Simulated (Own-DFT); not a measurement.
# Computed records: InP (zincblende, strained, atoms displaced), AlN (wurtzite, strained, atoms displaced)

A calculation, not a measurement: plane-wave PBE density functional theory by an unreviewed code, no spin, of a simulated periodic cell, stress positive in tension, free energy of the whole cell less one offset for each atom, forces on such cells moved up to 12 meV/angstrom on a denser k mesh; offsets are fitted by least squares, one for each functional and potential file, so energies compare only between cells with the same atoms and settings and are not formation energies; the far tail of each file's local potential was reset to the Coulomb form; each entry is a single point on an unrelaxed cell, so the pressure reflects the starting lattice, mostly measured values (interpolated for alloys), from which strain is counted, and rises with the displacements; printed positions are rounded, which can move forces by about a meV/angstrom; the program, named Own-DFT, is a retired in-house code; no spin-orbit coupling; before rounding, a Quantum ESPRESSO 7.3.1 run of the same cell and cutoff gave forces within 1 meV/angstrom rms on each cell, which checks the program and not the settings. Program: Own-DFT development build.

Common to all runs: functional PBE; potential files PseudoDojo norm-conserving, scalar-relativistic, standard set; occupations Fermi-Dirac; smearing width 0.1 eV.

(1) InP (zincblende, strained, atoms displaced)

```
InP
1.0
     11.5303    -0.1312     0.0248
     -0.1312    11.6632     0.1766
      0.0248     0.1766    11.7028
In P In P In P In P In P In P In P In P
4 4 4 4 4 4 4 4 4 4 4 4 4 4 4 4
Direct
  0.00252 0.00010 0.99532
  0.99694 0.25367 0.24682
  0.24881 0.99912 0.24978
  0.25245 0.24952 0.00174
  0.12509 0.12983 0.12010
  0.12358 0.37381 0.38196
  0.38152 0.12146 0.37319
  0.36990 0.36990 0.12751
  0.99621 0.00424 0.49563
  0.99906 0.25314 0.74199
  0.24934 0.00044 0.76407
  0.23822 0.25563 0.49568
  0.11854 0.12152 0.62281
  0.11972 0.37309 0.87091
  0.38111 0.12952 0.87650
  0.37748 0.37474 0.62937
  0.00096 0.50359 0.99736
  0.00732 0.74886 0.24915
  0.24245 0.49984 0.24655
  0.25449 0.74900 0.00566
  0.12767 0.62983 0.12700
  0.12981 0.87173 0.36967
  0.37270 0.63226 0.38214
  0.36803 0.87039 0.12965
  0.98760 0.49680 0.49269
  0.99472 0.75428 0.74807
  0.25409 0.49899 0.74835
  0.25484 0.74995 0.49483
  0.13811 0.63225 0.62217
  0.13071 0.87120 0.87188
  0.37768 0.62425 0.88508
  0.37643 0.87683 0.62246
  0.49594 0.99462 0.00569
  0.50264 0.24183 0.24737
  0.75038 0.00102 0.25465
  0.75468 0.24682 0.99561
  0.62701 0.12403 0.11968
  0.63036 0.37606 0.37153
  0.87774 0.12651 0.37972
  0.87182 0.36992 0.13185
  0.50311 0.99323 0.49804
  0.49577 0.25391 0.75760
  0.75393 0.99996 0.74857
  0.74857 0.25507 0.49908
  0.61762 0.13078 0.62047
  0.62431 0.37364 0.87750
  0.87817 0.12291 0.87930
  0.87291 0.37389 0.62447
  0.49991 0.50850 0.00679
  0.51256 0.75068 0.25135
  0.75813 0.50371 0.24999
  0.75382 0.74997 0.00149
  0.62508 0.61995 0.12797
  0.62190 0.86665 0.37540
  0.87609 0.62429 0.37284
  0.87544 0.88018 0.12374
  0.49897 0.50897 0.50245
  0.49028 0.75676 0.75093
  0.75365 0.49962 0.74969
  0.75302 0.75487 0.49740
  0.62778 0.62497 0.62917
  0.62421 0.87507 0.88370
  0.87831 0.62427 0.87299
  0.87512 0.87282 0.62706
```

- wave cutoff: 36 hartree
- k mesh: 3 x 3 x 3 centred on Gamma
- free energy of cell above offsets: -31.329 eV
- pressure: 5.95 GPa
- stress xx: -6.18 GPa
- stress yy: -5.92 GPa
- stress zz: -5.74 GPa
- stress yz: 2.46 GPa
- stress xz: -0.23 GPa
- stress xy: -1.21 GPa

Force:
```
element  x (eV/Å)  y (eV/Å)  z (eV/Å)
     In       0.8    -0.268     0.153
     In     1.067    -0.642     0.446
     In     0.343     0.898    -0.426
     In     0.004     0.419    -1.065
      P    -0.558    -0.753     0.891
      P    -1.275      0.98    -1.473
      P    -1.219     0.004     0.682
      P     0.502     0.723     0.351
     In     0.874    -1.212     0.141
     In     0.172    -0.628     0.416
     In     0.912     0.951    -1.779
     In     2.083    -1.346     1.134
      P     0.696    -0.038     0.638
      P     0.413     0.178     0.498
      P     -1.01    -1.009      0.98
      P     -0.55     -0.12    -0.742
     In     0.276     -0.63     0.477
     In    -0.633     0.493    -0.289
     In     1.024    -0.102     0.664
     In     0.004      0.06    -0.978
      P    -0.852    -0.756    -0.361
      P    -0.927     0.403     1.098
      P     0.562     -1.11    -1.708
      P     0.829     0.205     0.575
     In     1.605     0.453     0.902
     In     1.537    -0.681    -0.244
     In    -0.046     0.304     0.295
     In    -0.059     1.189     0.328
      P    -2.019    -0.924       0.6
      P    -1.182    -0.711     1.208
      P    -0.771     0.171    -0.898
      P    -1.132     0.332     0.523
     In     0.258     0.249    -0.219
     In     0.558     0.844     -0.22
     In     0.073     0.137    -0.316
     In    -0.055     0.394     0.046
      P    -0.172     -0.38     0.589
      P    -1.119     0.324     0.098
      P    -0.968     0.423    -0.596
      P    -0.142     0.963    -1.234
     In     0.271     0.688    -0.071
     In     1.086     0.216     -1.15
     In    -0.758      0.43     0.023
     In      0.06    -0.413     -0.12
      P     0.347    -0.555     0.775
      P     0.071     0.592     0.469
      P    -0.171     0.339    -1.039
      P    -0.431     0.219     0.237
     In     0.105    -1.554    -0.226
     In    -1.436    -0.826    -0.799
     In    -0.446    -0.462    -0.242
     In     0.035    -0.178    -0.089
      P     0.646     0.697     0.284
      P     0.824     1.279     0.421
      P    -0.257     1.059     0.076
      P     0.062    -0.578     0.657
     In     0.517    -0.743    -0.243
     In     1.166    -0.504      0.29
     In     -0.23     -0.16     0.052
     In     0.084    -0.838     0.362
      P    -0.292      0.65     0.095
      P     -0.15    -0.023    -0.764
      P    -0.634     0.176     0.423
      P    -0.374     0.702    -0.608
```

(2) AlN (wurtzite, strained, atoms displaced)

```
AlN
1.0
      9.1493     0.0000     0.0000
     -4.5746     7.9235     0.0000
      0.0000     0.0000     9.9640
Al N Al N Al N Al N Al N Al N Al N Al N Al N Al N Al N Al N Al N Al N Al N Al N Al N Al N
2 2 2 2 2 2 2 2 2 2 2 2 2 2 2 2 2 2 2 2 2 2 2 2 2 2 2 2 2 2 2 2 2 2 2 2
Direct
  0.11267 0.23326 0.99908
  0.21906 0.10331 0.24247
  0.11508 0.22125 0.18889
  0.21454 0.10851 0.44619
  0.10974 0.22056 0.50618
  0.21337 0.10127 0.75098
  0.10955 0.21807 0.68718
  0.22834 0.11106 0.94996
  0.11125 0.55882 0.99619
  0.22703 0.44107 0.24441
  0.10395 0.55771 0.19419
  0.21335 0.44074 0.44685
  0.11043 0.55462 0.50155
  0.22311 0.44927 0.75621
  0.11120 0.55746 0.69379
  0.22411 0.44841 0.93848
  0.11979 0.89672 0.99201
  0.21944 0.76639 0.24982
  0.11417 0.88393 0.20077
  0.22972 0.77268 0.44027
  0.09524 0.87535 0.50271
  0.21356 0.77039 0.75570
  0.12335 0.90234 0.69398
  0.21142 0.77202 0.93890
  0.44911 0.23237 0.99100
  0.54980 0.10747 0.24593
  0.43264 0.22051 0.18691
  0.54714 0.11423 0.43821
  0.44318 0.22302 0.50486
  0.55407 0.11121 0.74688
  0.44071 0.22888 0.69899
  0.55248 0.10928 0.94812
  0.44963 0.55728 0.99469
  0.57325 0.45886 0.24735
  0.44874 0.56388 0.19817
  0.54856 0.43755 0.44580
  0.44938 0.55874 0.50451
  0.55281 0.44227 0.75811
  0.45145 0.55941 0.68578
  0.56075 0.44627 0.93922
  0.44420 0.89073 0.99911
  0.55518 0.77690 0.25367
  0.44391 0.88715 0.18420
  0.56373 0.78193 0.44135
  0.44315 0.88819 0.50352
  0.54950 0.77115 0.75088
  0.44640 0.88617 0.68929
  0.55766 0.78786 0.93644
  0.77456 0.22565 0.00485
  0.89808 0.10716 0.24356
  0.79005 0.22432 0.19346
  0.89605 0.12084 0.44771
  0.76763 0.21742 0.50232
  0.88754 0.11321 0.74607
  0.76481 0.21358 0.68311
  0.89534 0.10916 0.93448
  0.77835 0.56001 0.99047
  0.89300 0.46674 0.23889
  0.77124 0.55834 0.19148
  0.89373 0.44647 0.43684
  0.78447 0.56449 0.49445
  0.89416 0.44790 0.75206
  0.76934 0.54197 0.69183
  0.88532 0.43681 0.93385
  0.79293 0.89163 0.99283
  0.88687 0.78034 0.24902
  0.78091 0.89054 0.19177
  0.88857 0.77563 0.44427
  0.78063 0.88280 0.49874
  0.88177 0.77862 0.74890
  0.77147 0.88904 0.68546
  0.89356 0.77410 0.93421
```

- wave cutoff: 42 hartree
- k mesh: 3 x 3 x 2 centred on Gamma
- free energy of cell above offsets: -27.312 eV
- pressure: 15.4 GPa
- stress xx: -17.76 GPa
- stress yy: -20.77 GPa
- stress zz: -7.68 GPa
- stress yz: 0.02 GPa
- stress xz: 0.26 GPa
- stress xy: -0.89 GPa

Force:
```
element  x (eV/Å)  y (eV/Å)  z (eV/Å)
     Al     1.036    -1.962     0.358
     Al    -0.097     0.982     2.396
      N    -0.041     0.376    -1.179
      N     0.981    -0.972    -0.957
     Al     0.323     0.611    -1.076
     Al     0.194     4.409     1.246
      N    -0.262     1.165     2.396
      N    -1.882     1.468    -2.036
     Al    -0.466    -0.986     1.405
     Al    -1.456     0.243     2.395
      N     2.835    -1.092    -2.844
      N     2.051     0.762    -1.196
     Al     0.098    -0.358     -0.14
     Al     0.857    -1.086    -2.477
      N     0.193    -0.579    -0.331
      N     0.404     0.689     0.798
     Al    -0.614    -1.504     2.264
     Al     0.629     2.502     1.144
      N     -1.17    -0.953    -2.111
      N    -1.988     0.261     0.072
     Al     3.772     2.986     0.001
     Al     0.949     1.935    -1.304
      N    -1.153    -5.446    -1.178
      N     1.535     0.997      0.18
     Al     0.465    -2.059     2.313
     Al     0.228     1.135     0.285
      N     2.534      1.88    -0.572
      N     1.105    -1.103    -0.129
     Al    -1.412    -0.713     0.101
     Al    -0.948     -0.53     1.131
      N      0.52    -1.679    -0.389
      N     0.151     0.923    -1.727
     Al    -0.628     1.327      1.51
     Al    -5.036    -4.431      2.46
      N     0.655    -1.323     -2.34
      N     1.192     2.148    -1.494
     Al     -1.17    -0.843    -1.518
     Al      0.02     0.636     -2.25
      N    -0.918    -1.175     2.176
      N     -0.99     1.211      0.43
     Al    -0.405    -0.451     0.189
     Al    -0.277     1.701     0.007
      N    -0.017    -0.588     0.856
      N    -0.864    -0.424    -0.318
     Al     0.625     0.588    -0.488
     Al     0.383     1.582    -0.417
      N    -1.485    -0.098     0.827
      N     1.519    -1.509      0.53
     Al     1.147    -1.605     0.111
     Al    -1.549     1.558     2.462
      N    -1.874     0.581    -0.685
      N    -0.969    -2.381    -1.556
     Al     0.845     0.911    -2.016
     Al    -0.248    -0.317    -0.455
      N     1.447     1.703     1.743
      N    -1.015     1.013     0.389
     Al     1.301    -0.847     1.115
     Al     0.895    -4.276     2.845
      N     2.471     2.545    -2.983
      N    -1.548     0.314    -0.156
     Al    -0.356    -4.072     1.591
     Al    -1.095    -1.747    -1.522
      N     0.396     2.417     -0.28
      N    -0.106     1.324     1.504
     Al    -2.188    -0.097     1.031
     Al     1.168     0.396     0.551
      N    -0.158    -0.865    -1.352
      N    -0.891     0.038    -1.938
     Al    -1.384     2.696     0.405
     Al      0.88    -0.491    -1.081
      N     0.932    -0.439     0.888
      N    -0.078     0.991     0.391
```

(3) AlN (wurtzite, strained, atoms displaced)

```
AlN
1.0
      9.0793     0.0000     0.0000
     -4.5396     7.8629     0.0000
      0.0000     0.0000     9.9640
Al N Al N Al N Al N Al N Al N Al N Al N Al N Al N Al N Al N Al N Al N Al N Al N Al N Al N
2 2 2 2 2 2 2 2 2 2 2 2 2 2 2 2 2 2 2 2 2 2 2 2 2 2 2 2 2 2 2 2 2 2 2 2
Direct
  0.11448 0.22934 0.99326
  0.23335 0.10805 0.24880
  0.10737 0.21222 0.19320
  0.22748 0.11151 0.44278
  0.11345 0.22901 0.49677
  0.22562 0.12348 0.74841
  0.10202 0.22401 0.69534
  0.22989 0.11735 0.92800
  0.11087 0.55558 0.00178
  0.23102 0.44155 0.24534
  0.11953 0.55326 0.18563
  0.23028 0.44711 0.44436
  0.10037 0.54856 0.50672
  0.21286 0.44345 0.75036
  0.11037 0.54873 0.68586
  0.22474 0.44805 0.94374
  0.10610 0.88316 0.00057
  0.23362 0.79839 0.24887
  0.10120 0.88322 0.19062
  0.22562 0.78050 0.44539
  0.12847 0.89922 0.49555
  0.22758 0.77433 0.73835
  0.10827 0.88125 0.68595
  0.22265 0.77618 0.93643
  0.44579 0.21935 0.99107
  0.55647 0.11154 0.24758
  0.43849 0.22321 0.19442
  0.55594 0.11119 0.44745
  0.44050 0.21902 0.50241
  0.54838 0.10373 0.74408
  0.44781 0.22429 0.69258
  0.56169 0.11756 0.94373
  0.44816 0.55464 0.99903
  0.56544 0.44526 0.25580
  0.44267 0.55285 0.18591
  0.54336 0.43729 0.43712
  0.44576 0.56526 0.49926
  0.55662 0.43986 0.74639
  0.44167 0.56693 0.69403
  0.55172 0.44613 0.94624
  0.44138 0.89525 0.99727
  0.55349 0.77208 0.24194
  0.45361 0.89846 0.18910
  0.56279 0.78158 0.44608
  0.44129 0.88439 0.49770
  0.54459 0.77432 0.75076
  0.44684 0.89057 0.68534
  0.56554 0.77775 0.94095
  0.76980 0.22221 0.00122
  0.88677 0.10199 0.25369
  0.77325 0.22385 0.19094
  0.89386 0.12506 0.44220
  0.77667 0.22258 0.50159
  0.89294 0.11216 0.74775
  0.78460 0.21997 0.69712
  0.88617 0.11717 0.93754
  0.78051 0.55608 0.99974
  0.89883 0.44705 0.26164
  0.76938 0.54757 0.19364
  0.88856 0.44828 0.44221
  0.78173 0.55552 0.49303
  0.89195 0.43701 0.74711
  0.77112 0.54831 0.68292
  0.88730 0.44208 0.93913
  0.76796 0.88077 0.00146
  0.89511 0.77887 0.24590
  0.77866 0.88659 0.18939
  0.89500 0.78427 0.44691
  0.78196 0.88209 0.50958
  0.88547 0.77714 0.75431
  0.77309 0.88770 0.69220
  0.88174 0.78051 0.93782
```

- wave cutoff: 42 hartree
- k mesh: 3 x 3 x 2 centred on Gamma
- stress xx: ?
- pressure: ?
- stress yy: ?

Q: Estimate the stress xx of AlN (wurtzite, strained, atoms displaced) (entry 3).
A: -25.97 GPa

Q: AlN (wurtzite, strained, atoms displaced) (entry 3): pressure?
A: 19.36 GPa

Q: Estimate the stress yy of AlN (wurtzite, strained, atoms displaced) (entry 3).
A: -23.27 GPa

Further results for AlN (wurtzite, strained, atoms displaced) (entry 3):

* free energy of cell above offsets: -26.773 eV
* stress zz: -8.85 GPa
* stress yz: -0.43 GPa
* stress xz: 0.74 GPa
* stress xy: -2.39 GPa

Force:
```
element  x (eV/Å)  y (eV/Å)  z (eV/Å)
     Al    -0.352    -1.843     1.362
     Al    -3.825    -0.019     1.066
      N     0.786     0.573    -0.807
      N    -1.293     0.829    -1.124
     Al     0.605    -0.851     0.769
     Al    -0.088    -2.244    -0.988
      N     2.821     0.677    -2.023
      N    -0.993    -1.361     2.211
     Al    -0.062    -0.307    -0.128
     Al    -1.452    -0.932     1.178
      N     -1.16     1.387     1.589
      N    -1.949     0.485    -1.291
     Al     2.191     1.086    -1.743
     Al     2.376     0.136       1.1
      N    -1.185     1.177     0.592
      N    -0.147     0.533     -1.32
     Al    -0.153     1.245    -1.325
     Al     0.713     -3.38     0.587
      N     2.848     1.653    -1.318
      N     0.036    -1.531    -1.856
     Al    -2.549    -1.799     2.019
     Al    -1.846     0.215     1.411
      N     0.047     1.417     0.464
      N    -0.375     0.225    -0.386
     Al    -1.019      1.25     1.829
     Al     -0.32     1.557     1.474
      N     2.905     0.329    -1.974
      N    -0.361     -0.25    -1.218
     Al     1.004     1.013     0.224
     Al     1.536     1.726     1.237
      N    -0.623    -0.781    -0.956
      N    -1.466    -1.914     -2.14
     Al    -1.358     0.635     0.374
     Al    -3.212    -1.085    -0.461
      N      1.68     0.336     0.202
      N     1.263     1.319     1.138
     Al     1.102    -1.077     1.154
     Al    -1.348     1.985     1.202
      N     0.748    -3.534    -1.019
      N     2.219     -0.82     -1.89
     Al      1.72    -0.931     0.263
     Al     0.258     0.605      1.61
      N    -0.555    -1.389    -0.649
      N    -0.423      0.47    -2.028
     Al      1.65     0.992     0.298
     Al     2.055     1.928      1.09
      N    -0.404     -0.56      0.04
      N    -4.303    -0.642     -0.82
     Al     2.743     0.813     0.828
     Al    -0.766     1.504    -0.188
      N      1.47     0.277     0.354
      N     0.588    -2.175    -0.318
     Al    -0.113    -0.045     1.005
     Al    -1.445    -2.024     1.791
      N    -2.327    -0.443    -1.961
      N     0.804    -1.016     0.579
     Al    -0.715    -0.443     0.354
     Al    -0.245    -0.429    -2.659
      N      3.22     2.046    -0.827
      N     0.701    -1.178    -0.025
     Al    -2.523     0.773     1.312
     Al    -1.884     1.176     1.075
      N     1.313     0.707     0.612
      N     0.091      0.94    -0.446
     Al     1.794      3.52     0.499
     Al    -2.953    -1.694     2.183
      N    -0.154    -0.697     -0.13
      N     1.342    -0.714    -2.139
     Al    -1.164     1.945    -0.638
     Al     0.394    -0.491    -1.581
      N     0.247    -0.128     0.448
      N     1.843    -0.756     0.855
```
